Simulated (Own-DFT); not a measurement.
# Strain and stress in wurtzite AlN, 128 atoms (Al64N64)

Calculated results; nothing here was measured. They come from Own-DFT, an in-house plane-wave density functional program, since retired, whose code no person has reviewed. Each row is one single-point run on a periodic cell that was not relaxed, without spin or spin-orbit coupling.

Settings of every run: PBE; PseudoDojo norm-conserving scalar-relativistic files; cutoff 42 hartree; 3 x 3 x 3 k mesh centred on Gamma; Gaussian smearing of 0.01 eV.

Known limits: k mesh not checked against a denser one; stress not checked against mesh or cutoff.

Unstrained cell vectors in Å: (12.448, 0.000, 0.000); (-6.224, 10.780, 0.000); (0.000, 0.000, 9.964). The unstrained cell has measured lattice constants (interpolated for alloys), not those of this functional. That, the random moves and any unrelaxed bonds set the pressure at no strain. Each run strains this cell uniformly, with the atoms carried along. Every atom was also moved at random, by a Gaussian of width 0.05 Å on each axis. Strain is the symmetric tensor, in per cent. Stress is positive in tension, and the pressure is minus a third of its trace.

| run | e_xx (%) | e_yy (%) | e_zz (%) | e_yz (%) | e_xz (%) | e_xy (%) | s_xx (GPa) | s_yy (GPa) | s_zz (GPa) | s_yz (GPa) | s_xz (GPa) | s_xy (GPa) | P (GPa) | E (meV/atom) |
|---|---|---|---|---|---|---|---|---|---|---|---|---|---|---|
| 1 | 1.92 | 0.57 | -0.11 | 0.33 | 1.16 | 0.94 | 2.84 | -0.90 | -4.42 | 0.92 | 2.48 | 3.05 | 0.83 | 3.3 |
| 2 | 0.89 | 1.79 | 0.81 | 1.81 | -0.62 | -1.46 | -0.18 | 2.10 | -0.30 | 5.26 | -2.22 | -5.07 | -0.54 | 19.5 |
| 3 | 1.47 | 1.49 | 1.94 | -0.43 | -1.23 | -0.27 | 3.59 | 3.67 | 4.53 | -0.64 | -2.47 | -1.35 | -3.93 | 0.0 |
| 4 | 1.80 | 1.05 | 1.96 | 0.83 | 1.25 | 0.64 | 4.22 | 2.66 | 3.76 | 2.19 | 2.64 | 1.77 | -3.55 | 2.7 |
| 5 | 0.45 | 1.83 | -0.59 | -1.93 | 0.50 | 0.38 | -2.46 | 2.34 | -6.29 | -4.34 | 1.11 | 1.40 | 2.14 | 7.1 |
| 6 | -1.21 | -0.69 | 1.46 | 1.00 | 1.63 | -1.00 | -11.18 | -9.91 | -0.08 | 2.72 | 3.70 | -4.04 | 7.06 | 12.4 |
| 7 | 1.32 | -0.62 | -1.71 | 1.95 | -1.68 | 1.18 | -0.98 | -10.36 | -15.74 | 5.44 | -4.63 | 6.06 | 9.02 | 50.0 |
| 8 | 1.36 | -1.54 | 1.99 | -0.78 | 1.08 | -0.69 | 1.28 | -11.20 | 2.32 | -1.97 | 2.19 | -2.83 | 2.53 | 11.9 |
| 9 | 0.05 | -1.88 | -0.75 | -1.94 | -1.26 | -1.65 | -9.06 | -15.82 | -11.24 | -4.04 | -3.59 | -7.03 | 12.04 | 41.1 |
| 10 | 0.62 | -0.66 | -0.67 | -0.99 | -1.45 | 0.36 | -4.26 | -9.13 | -7.67 | -2.74 | -3.79 | 1.22 | 7.02 | 0.6 |
| 11 | -0.19 | 1.98 | -1.62 | -1.12 | -1.70 | -0.23 | -4.55 | 1.66 | -12.94 | -2.54 | -4.24 | -0.54 | 5.28 | 10.5 |
| 12 | -0.94 | 1.01 | 1.62 | 1.38 | -0.09 | 0.91 | -9.71 | -0.70 | 2.15 | 2.78 | -0.06 | 4.38 | 2.75 | 10.7 |
| 13 | 0.84 | 1.64 | 0.53 | 1.89 | 1.41 | -1.84 | -1.15 | 1.91 | -0.85 | 4.70 | 3.71 | -6.87 | 0.03 | 17.3 |
| 14 | 1.92 | -1.26 | -0.16 | 0.45 | -1.78 | 0.28 | 1.50 | -9.19 | -6.19 | 0.74 | -4.34 | 1.74 | 4.62 | 8.1 |
| 15 | -0.36 | -0.47 | -0.65 | 0.59 | -0.82 | 1.28 | -7.64 | -9.64 | -9.48 | 0.50 | -0.91 | 4.47 | 8.92 | 12.9 |
| 16 | 1.40 | 0.84 | -0.12 | 1.18 | -1.05 | 1.64 | ? | ? | ? | ? | ? | ? | ? | ? |

E is the free energy for each atom above the lowest run shown.

## Worked fit

Each stress component was fitted by least squares to a constant and the strains of the runs shown, as fractions, with shears doubled. Shear strains stay in the fit of a normal stress only where such slopes are resolved. The slopes, in GPa:

```
stress  at no strain  per e_xx  per e_yy  per e_zz  scatter
  s_xx          -6.0  466 ± 23   90 ± 17   47 ± 18     0.87
  s_yy          -6.5  112 ± 22  465 ± 16   81 ± 17     0.82
  s_zz          -5.9   38 ± 27   80 ± 20  469 ± 21     1.01
```

Each shear stress against twice its own strain: yz 122 ± 5, xz 118 ± 7, xy 192 ± 8 GPa. These are stiffnesses along x, y and z of the frame in which the cell vectors are given, which need not be the crystal's axes. The atoms are held to the strained lattice; where symmetry lets them move under strain, relaxing them would lower some slopes. The table should be nearly symmetric about its diagonal, and what it lacks of that shows the noise. A ninth of its sum, 205 ± 5 GPa, estimates the bulk modulus near the mean pressure of these runs, 3.6 GPa, so it lies above the value at zero pressure.

## Withheld run

Question: what normal stresses and pressure should run 16 give?

The fit gives s_xx = 1.2, s_yy = -1.1, s_zz = -5.3 and P = 1.7 GPa. The calculation gave 1.76, 0.24, -7.06 and P = 1.69 GPa.
